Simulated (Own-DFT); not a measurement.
Simulation results for GaN (wurtzite, strained, atoms displaced), GaN (wurtzite, atoms displaced)

A calculation, not a measurement: plane-wave PBE density functional theory by an unreviewed code, no spin, of a simulated periodic cell, stress positive in tension, free energy of the whole cell less one offset for each atom, forces on such cells passed a denser k mesh, this cell's mesh not checked; offsets are fitted by least squares, one for each functional and potential file, so energies compare only between cells with the same atoms and settings and are not formation energies; the far tail of each file's local potential was reset to the Coulomb form; each entry is a single point on an unrelaxed cell, so the pressure reflects the starting lattice, mostly measured values (interpolated for alloys), from which strain is counted, and rises with the displacements; printed positions are rounded, which can move forces by about a meV/angstrom; the program, named Own-DFT, is a retired in-house code; no spin-orbit coupling. Program: Own-DFT development build.

Common to all runs: functional PBE; k mesh 3 x 4 x 3 centred on Gamma.

(1) GaN (wurtzite, strained, atoms displaced)

```cif
# cell vector a (Å): 12.7560 0.0000 0.0000
# cell vector b (Å): -4.7835 8.2853 0.0000
# cell vector c (Å): 0.0000 0.0000 10.6811
data_GaN
_symmetry_space_group_name_H-M 'P 1'
_symmetry_Int_Tables_number 1
_cell_length_a 12.7560
_cell_length_b 9.5670
_cell_length_c 10.6811
_cell_angle_alpha 90.000
_cell_angle_beta 90.000
_cell_angle_gamma 120.000
_cell_volume 1128.86
loop_
_atom_site_label
_atom_site_type_symbol
_atom_site_fract_x
_atom_site_fract_y
_atom_site_fract_z
_atom_site_occupancy
Ga1 Ga 0.08620 0.22862 0.00456 1
Ga2 Ga 0.15972 0.10228 0.25094 1
N1 N 0.08484 0.22615 0.17763 1
N2 N 0.16127 0.10304 0.44228 1
Ga3 Ga 0.08503 0.22907 0.49999 1
Ga4 Ga 0.15724 0.10405 0.75683 1
N3 N 0.07770 0.21875 0.68547 1
N4 N 0.16873 0.10865 0.94279 1
Ga5 Ga 0.07550 0.54834 0.00162 1
Ga6 Ga 0.17140 0.45242 0.24891 1
N5 N 0.07705 0.55111 0.18917 1
N6 N 0.16545 0.43659 0.43624 1
Ga7 Ga 0.08431 0.54769 0.50302 1
Ga8 Ga 0.15983 0.43743 0.75106 1
N7 N 0.08212 0.56366 0.69417 1
N8 N 0.16863 0.44612 0.94834 1
Ga9 Ga 0.08168 0.88592 0.99800 1
Ga10 Ga 0.16021 0.77067 0.25442 1
N9 N 0.08353 0.88715 0.19052 1
N10 N 0.16598 0.77582 0.43719 1
Ga11 Ga 0.08679 0.89814 0.49460 1
Ga12 Ga 0.15675 0.76131 0.75126 1
N11 N 0.08224 0.88167 0.69508 1
N12 N 0.15932 0.77308 0.94609 1
Ga13 Ga 0.33741 0.21860 0.00109 1
Ga14 Ga 0.41706 0.10783 0.24833 1
N13 N 0.33572 0.22175 0.19094 1
N14 N 0.41754 0.10426 0.44067 1
Ga15 Ga 0.33247 0.22025 0.50207 1
Ga16 Ga 0.41700 0.11228 0.75231 1
N15 N 0.32809 0.22582 0.68156 1
N16 N 0.41911 0.11902 0.94520 1
Ga17 Ga 0.33255 0.54748 0.99954 1
Ga18 Ga 0.42207 0.45004 0.25489 1
N17 N 0.33075 0.55652 0.19140 1
N18 N 0.41296 0.43190 0.44816 1
Ga19 Ga 0.33466 0.55452 0.49423 1
Ga20 Ga 0.41445 0.44210 0.74833 1
N19 N 0.33694 0.56016 0.68770 1
N20 N 0.41181 0.43784 0.93425 1
Ga21 Ga 0.33243 0.88417 0.00071 1
Ga22 Ga 0.42321 0.77674 0.25134 1
N21 N 0.33449 0.88932 0.17910 1
N22 N 0.42136 0.78586 0.43867 1
Ga23 Ga 0.33484 0.87828 0.50659 1
Ga24 Ga 0.41186 0.77985 0.74830 1
N23 N 0.34058 0.89620 0.69054 1
N24 N 0.41455 0.77716 0.94416 1
Ga25 Ga 0.58424 0.22854 0.00136 1
Ga26 Ga 0.66636 0.10999 0.24730 1
N25 N 0.58755 0.22292 0.19307 1
N26 N 0.66547 0.10481 0.43927 1
Ga27 Ga 0.58803 0.22341 0.49622 1
Ga28 Ga 0.65832 0.09979 0.74730 1
N27 N 0.57517 0.22073 0.68258 1
N28 N 0.65796 0.11050 0.94311 1
Ga29 Ga 0.58110 0.55434 0.99676 1
Ga30 Ga 0.67154 0.44921 0.24695 1
N29 N 0.58527 0.55905 0.18521 1
N30 N 0.66830 0.44243 0.44538 1
Ga31 Ga 0.58146 0.55384 0.49762 1
Ga32 Ga 0.67497 0.44301 0.74383 1
N31 N 0.58102 0.55128 0.68709 1
N32 N 0.67055 0.44371 0.93356 1
Ga33 Ga 0.58080 0.88832 0.00277 1
Ga34 Ga 0.66995 0.78405 0.25654 1
N33 N 0.57947 0.88387 0.18844 1
N34 N 0.66702 0.77090 0.43334 1
Ga35 Ga 0.57948 0.87946 0.50366 1
Ga36 Ga 0.66066 0.76112 0.76040 1
N35 N 0.58125 0.88869 0.67650 1
N36 N 0.66274 0.76577 0.94072 1
Ga37 Ga 0.83738 0.21816 0.00037 1
Ga38 Ga 0.91630 0.10896 0.24831 1
N37 N 0.83115 0.21783 0.19716 1
N38 N 0.91725 0.10654 0.44028 1
Ga39 Ga 0.82844 0.22342 0.49272 1
Ga40 Ga 0.91283 0.10474 0.74138 1
N39 N 0.83627 0.22544 0.69037 1
N40 N 0.90434 0.10332 0.94042 1
Ga41 Ga 0.83399 0.55271 0.00149 1
Ga42 Ga 0.91178 0.44557 0.24785 1
N41 N 0.82746 0.56309 0.18643 1
N42 N 0.92057 0.44007 0.43775 1
Ga43 Ga 0.82975 0.56101 0.50432 1
Ga44 Ga 0.90925 0.43429 0.75323 1
N43 N 0.82525 0.55589 0.69024 1
N44 N 0.90981 0.44824 0.93425 1
Ga45 Ga 0.83261 0.88593 0.00184 1
Ga46 Ga 0.91805 0.77357 0.24410 1
N45 N 0.82561 0.88085 0.19160 1
N46 N 0.91999 0.78213 0.43428 1
Ga47 Ga 0.82953 0.87848 0.50773 1
Ga48 Ga 0.91291 0.77005 0.75345 1
N47 N 0.83496 0.89223 0.68312 1
N48 N 0.91445 0.76770 0.94244 1
```

- potential files: PseudoDojo norm-conserving, scalar-relativistic, standard set with the stringent files for Ga
- wave cutoff: 96 hartree
- occupations: Gaussian
- smearing width: 0.01 eV
- free energy of cell above offsets: -5.154 eV
- pressure: 1.79 GPa
- stress xx: -3.76 GPa
- stress yy: -6.27 GPa
- stress zz: 4.68 GPa
- stress yz: -0.31 GPa
- stress xz: 0.74 GPa
- stress xy: -0.41 GPa

Force:
```csv
element,x (eV/Å),y (eV/Å),z (eV/Å)
Ga,0.063,-1.421,-1.329
Ga,0.684,1.474,0.058
N,-0.101,-0.41,2.536
N,0.139,2.778,-1.291
Ga,-0.092,-2.221,0.136
Ga,1.175,0.383,-0.536
N,0.473,0.378,0.503
N,-0.942,0.274,-0.419
Ga,0.365,0.738,0.254
Ga,-1.051,-1.276,0.073
N,0.164,0.034,-0.261
N,0.246,1.677,-0.31
Ga,-0.811,0.914,-0.171
Ga,0.814,0.856,0.36
N,0.441,-4.191,-1.55
N,-1.096,-0.197,-1.702
Ga,-0.143,0.383,0.746
Ga,1.241,0.772,-0.576
N,-0.294,-0.374,-0.741
N,0.455,-0.413,0.695
Ga,0.158,-2.779,1.625
Ga,0.657,4.205,1.686
N,-0.76,0.367,-0.82
N,1.306,-0.352,-1.199
Ga,-1.569,0.597,0.998
Ga,-0.073,-0.152,0.78
N,-0.731,0.263,-0.037
N,-0.407,0.197,-0.439
Ga,0.46,-1.889,-0.099
Ga,-1.116,0.671,0.149
N,0.177,-1.08,1.542
N,0.888,-1.6,-1.486
Ga,0.092,1.141,0.545
Ga,-0.28,-1.109,-0.269
N,1.398,0.042,-0.327
N,-0.144,2.093,-1.852
Ga,0.01,0.103,1.019
Ga,0.015,-0.108,-0.09
N,-1.226,-0.578,-0.309
N,0.502,0.353,0.221
Ga,-0.853,0.521,-0.071
Ga,-2.137,0.295,-0.067
N,-0.091,-0.715,1.811
N,0.22,-2.091,-0.833
Ga,-1.467,1.644,-0.424
Ga,1.385,-0.488,0.917
N,-1.775,-1.026,-0.057
N,0.594,-0.731,-1.277
Ga,0.085,-0.126,0.523
Ga,-0.185,-0.606,0.864
N,-0.615,0.55,-0.704
N,-0.214,-0.215,-0.635
Ga,-0.973,-1.128,0.415
Ga,0.069,1.269,0.384
N,1.719,0.256,0.408
N,1.693,-0.392,-0.865
Ga,0.394,-1.531,0.632
Ga,-1.662,-0.946,1.067
N,-0.146,-0.151,0.372
N,-0.448,0.558,-1.457
Ga,0.322,-0.473,0.861
Ga,-3.661,-1.886,1.42
N,0.421,-0.058,-0.116
N,-0.766,0.35,0.166
Ga,0.13,-0.098,-0.046
Ga,-0.681,-1.02,-0.927
N,1.269,0.803,-0.199
N,-0.644,0.28,1.171
Ga,1.052,0.966,-1.182
Ga,-0.258,1.359,-1.453
N,0.55,-0.964,2.66
N,-0.374,1.913,-0.294
Ga,-2.761,0.714,0.669
Ga,0.498,-0.145,0.865
N,0.169,0.75,-1.553
N,-0.494,0.094,-0.3
Ga,1.39,-0.738,0.786
Ga,-0.528,0.676,1.099
N,-1.056,-1.11,-0.793
N,2.589,-0.053,-1.211
Ga,-1.52,0.008,0.321
Ga,0.249,-0.338,0.859
N,2.157,-1.133,-0.583
N,-1.289,1.035,-0.077
Ga,1.647,0.09,-0.538
Ga,-0.088,1.31,-0.378
N,3.252,0.803,-1.23
N,1.98,-1.516,0.545
Ga,-0.133,-0.592,0.465
Ga,-0.919,1.353,1.257
N,1.555,1.244,-1.035
N,-0.2,-0.853,0.256
Ga,0.225,1.111,-1.766
Ga,0.153,1.068,0.132
N,-0.241,-1.838,1.631
N,-0.677,1.402,-0.6
```

(2) GaN (wurtzite, atoms displaced)

```cif
# cell vector a (Å): 12.7560 0.0000 0.0000
# cell vector b (Å): -4.7835 8.2853 0.0000
# cell vector c (Å): 0.0000 0.0000 10.3700
data_GaN
_symmetry_space_group_name_H-M 'P 1'
_symmetry_Int_Tables_number 1
_cell_length_a 12.7560
_cell_length_b 9.5670
_cell_length_c 10.3700
_cell_angle_alpha 90.000
_cell_angle_beta 90.000
_cell_angle_gamma 120.000
_cell_volume 1095.98
loop_
_atom_site_label
_atom_site_type_symbol
_atom_site_fract_x
_atom_site_fract_y
_atom_site_fract_z
_atom_site_occupancy
Ga1 Ga 0.07465 0.21118 0.98909 1
Ga2 Ga 0.14726 0.08464 0.23625 1
N1 N 0.08059 0.22796 0.17913 1
N2 N 0.16947 0.12138 0.44304 1
Ga3 Ga 0.09025 0.21063 0.48893 1
Ga4 Ga 0.16196 0.11394 0.73476 1
N3 N 0.05809 0.23239 0.69782 1
N4 N 0.17648 0.10907 0.93918 1
Ga5 Ga 0.08831 0.58663 0.99194 1
Ga6 Ga 0.17214 0.43839 0.24441 1
N5 N 0.07562 0.56253 0.19029 1
N6 N 0.14984 0.43125 0.44118 1
Ga7 Ga 0.07880 0.56711 0.50934 1
Ga8 Ga 0.16686 0.43038 0.74508 1
N7 N 0.07493 0.57565 0.68216 1
N8 N 0.14790 0.43143 0.94893 1
Ga9 Ga 0.08464 0.86964 0.01186 1
Ga10 Ga 0.17042 0.78987 0.23145 1
N9 N 0.07578 0.89332 0.18473 1
N10 N 0.15822 0.76766 0.44390 1
Ga11 Ga 0.05993 0.90995 0.52529 1
Ga12 Ga 0.18198 0.78511 0.76375 1
N11 N 0.06330 0.87568 0.68060 1
N12 N 0.17215 0.77565 0.94838 1
Ga13 Ga 0.32924 0.23566 0.97116 1
Ga14 Ga 0.43042 0.14549 0.23973 1
N13 N 0.32421 0.20125 0.17130 1
N14 N 0.41379 0.13249 0.42255 1
Ga15 Ga 0.36094 0.22731 0.50428 1
Ga16 Ga 0.42123 0.11930 0.76212 1
N15 N 0.33306 0.22289 0.69745 1
N16 N 0.42143 0.13593 0.93297 1
Ga17 Ga 0.34391 0.58710 0.00950 1
Ga18 Ga 0.42179 0.45803 0.24214 1
N17 N 0.35665 0.58575 0.21189 1
N18 N 0.41579 0.46481 0.43017 1
Ga19 Ga 0.32455 0.52591 0.47722 1
Ga20 Ga 0.41901 0.42545 0.78485 1
N19 N 0.33634 0.55783 0.68028 1
N20 N 0.40503 0.43461 0.95616 1
Ga21 Ga 0.36396 0.91369 0.01149 1
Ga22 Ga 0.42339 0.79897 0.26262 1
N21 N 0.36416 0.89577 0.17175 1
N22 N 0.43129 0.82392 0.43529 1
Ga23 Ga 0.31037 0.87123 0.50930 1
Ga24 Ga 0.40595 0.80935 0.75757 1
N23 N 0.32412 0.89050 0.70360 1
N24 N 0.45284 0.81554 0.90322 1
Ga25 Ga 0.60522 0.22661 0.99137 1
Ga26 Ga 0.67626 0.15051 0.23721 1
N25 N 0.57784 0.23894 0.18636 1
N26 N 0.69088 0.12787 0.45204 1
Ga27 Ga 0.58720 0.23213 0.51867 1
Ga28 Ga 0.66873 0.12815 0.73930 1
N27 N 0.57261 0.21028 0.69894 1
N28 N 0.66293 0.09772 0.93009 1
Ga29 Ga 0.59658 0.54587 0.00982 1
Ga30 Ga 0.66877 0.44263 0.21871 1
N29 N 0.58323 0.54842 0.19391 1
N30 N 0.68408 0.46605 0.44470 1
Ga31 Ga 0.60205 0.52338 0.51747 1
Ga32 Ga 0.64270 0.41823 0.75419 1
N31 N 0.56696 0.51889 0.67767 1
N32 N 0.67537 0.44103 0.95906 1
Ga33 Ga 0.57588 0.88945 0.99138 1
Ga34 Ga 0.68886 0.80768 0.25079 1
N33 N 0.58570 0.89940 0.19606 1
N34 N 0.65937 0.77321 0.40648 1
Ga35 Ga 0.56545 0.87258 0.48737 1
Ga36 Ga 0.67605 0.75963 0.73403 1
N35 N 0.55742 0.83828 0.67113 1
N36 N 0.66862 0.78847 0.91933 1
Ga37 Ga 0.84218 0.21968 0.99412 1
Ga38 Ga 0.91826 0.12487 0.25153 1
N37 N 0.85403 0.23872 0.20069 1
N38 N 0.92384 0.11344 0.43792 1
Ga39 Ga 0.84106 0.21172 0.49419 1
Ga40 Ga 0.92390 0.11697 0.76601 1
N39 N 0.81969 0.20855 0.69449 1
N40 N 0.91667 0.09886 0.94137 1
Ga41 Ga 0.83964 0.57369 0.01832 1
Ga42 Ga 0.91402 0.43892 0.26388 1
N41 N 0.85355 0.54440 0.21199 1
N42 N 0.93252 0.44923 0.44638 1
Ga43 Ga 0.83569 0.57130 0.49928 1
Ga44 Ga 0.91037 0.44073 0.74925 1
N43 N 0.83791 0.54204 0.71886 1
N44 N 0.91599 0.44901 0.93589 1
Ga45 Ga 0.82123 0.86197 0.99479 1
Ga46 Ga 0.92599 0.80786 0.23642 1
N45 N 0.84383 0.93341 0.16346 1
N46 N 0.92408 0.76781 0.43443 1
Ga47 Ga 0.82331 0.88672 0.50515 1
Ga48 Ga 0.90724 0.76649 0.72964 1
N47 N 0.84439 0.88790 0.67790 1
N48 N 0.91577 0.75222 0.93158 1
```

- potential files: PseudoDojo norm-conserving, scalar-relativistic, standard set
- wave cutoff: 42 hartree
- occupations: Fermi-Dirac
- smearing width: 0.1 eV
- stress yy: ?
- pressure: ?

## Withheld values
1. Give the missing stress yy for GaN (wurtzite, atoms displaced) (entry 2).
2. Give the missing pressure for GaN (wurtzite, atoms displaced) (entry 2).
3. Give the table of force values for GaN (wurtzite, atoms displaced) (entry 2).

Calculated values
1. -18.71 GPa
2. 20.28 GPa
3. 
Force:
```csv
element,x (eV/Å),y (eV/Å),z (eV/Å)
Ga,2.483,0.705,1.632
Ga,1.534,8.958,2.529
N,1.31,-1.369,0.488
N,4.59,-3.229,-1.456
Ga,-5.384,3.795,1.932
Ga,-0.707,-0.753,1.854
N,6.423,-0.126,-4.243
N,-4.521,-3.044,-1.946
Ga,-0.18,-10.55,3.133
Ga,-1.677,1.79,0.688
N,2.332,0.818,-1.057
N,1.603,1.081,-1.043
Ga,2.62,-0.951,-0.852
Ga,0.207,4.566,0.874
N,1.656,-0.495,3.656
N,1.639,2.971,-1.193
Ga,-1.611,2.413,-4.072
Ga,1.503,-1.684,3.011
N,2.886,-3.911,-1.25
N,-0.549,3.382,-2.489
Ga,2.838,0.614,-8.004
Ga,-6.199,-3.638,0.117
N,3.64,1.869,6.911
N,1.976,7.476,-2.068
Ga,1.723,-5.843,5.377
Ga,-3.19,-3.515,1.24
N,-1.875,1.503,0.339
N,7.294,-4.017,-1.512
Ga,-8.722,4.689,3.188
Ga,-2.616,-2.209,-1.574
N,0.362,-0.62,-1.276
N,2.535,-1.155,2.487
Ga,-0.667,-1.772,-0.473
Ga,0.806,-2.553,1.2
N,-2.548,-1.629,-3.199
N,8.91,-4.229,-1.756
Ga,-7.347,3.376,4.983
Ga,-2.701,3.283,-5.435
N,-0.821,-1.056,1.196
N,1.068,8.297,0.647
Ga,-1.582,0.69,-5.94
Ga,2.42,-0.437,0.683
N,-4.955,1.791,3.892
N,-8.077,-2.917,-0.684
Ga,1.941,1.123,-1.001
Ga,5.344,-5.356,-7.944
N,-0.739,5.354,-4.385
N,-5.194,-4.166,7.104
Ga,-2.492,-1.389,1.016
Ga,1.932,-3.119,2.367
N,4.452,-1.868,-2.468
N,-6.336,-1.827,-2.301
Ga,1.946,-1.409,-3.971
Ga,0.909,-4.618,1.048
N,0.04,0.329,-1.405
N,1.396,2.566,0.14
Ga,-3.749,1.726,-0.351
Ga,1.886,4.256,3.538
N,0.818,2.24,-1.438
N,4.706,-5.704,-4.88
Ga,-9.948,4.794,-2.147
Ga,3.867,3.308,2.079
N,-0.544,1.475,4.986
N,-0.16,0.659,-2.285
Ga,6.923,1.541,5.093
Ga,-1.129,0.013,-5.904
N,1.078,1.399,-2.221
N,0.72,-0.445,9.106
Ga,7.919,2.62,3.251
Ga,-3.712,0.976,0.274
N,1.465,2.333,0.527
N,0.648,-2.506,1.076
Ga,-0.715,1.35,0.644
Ga,2.872,0.034,1.387
N,-4.549,-0.884,-3.387
N,0.904,-2.211,-0.361
Ga,1.278,3.702,2.619
Ga,-5.722,-3.519,-0.315
N,3.829,1.583,-0.892
N,-1.288,-1.442,0.142
Ga,2.567,-4.629,0.479
Ga,6.543,-0.657,2.914
N,-9.766,5.451,-4.642
N,-4.225,-2.354,-0.27
Ga,4.342,-2.69,1.543
Ga,5.328,-2.52,1.042
N,-8.204,2.187,-4.056
N,0.206,-0.748,1.383
Ga,1.009,1.746,-1.872
Ga,-3.119,-3.695,3.029
N,1.306,-4.181,1.993
N,-2.488,3.356,-1.854
Ga,-0.467,0.066,-3.893
Ga,1.171,-2.306,3.553
N,-2.607,0.611,1.637
N,-0.62,5.074,-0.262
```

Further results for GaN (wurtzite, atoms displaced) (entry 2):

* free energy of cell above offsets: 70.108 eV
* stress xx: -23.12 GPa
* stress zz: -18.99 GPa
* stress yz: 0.71 GPa
* stress xz: 0.03 GPa
* stress xy: -0.15 GPa
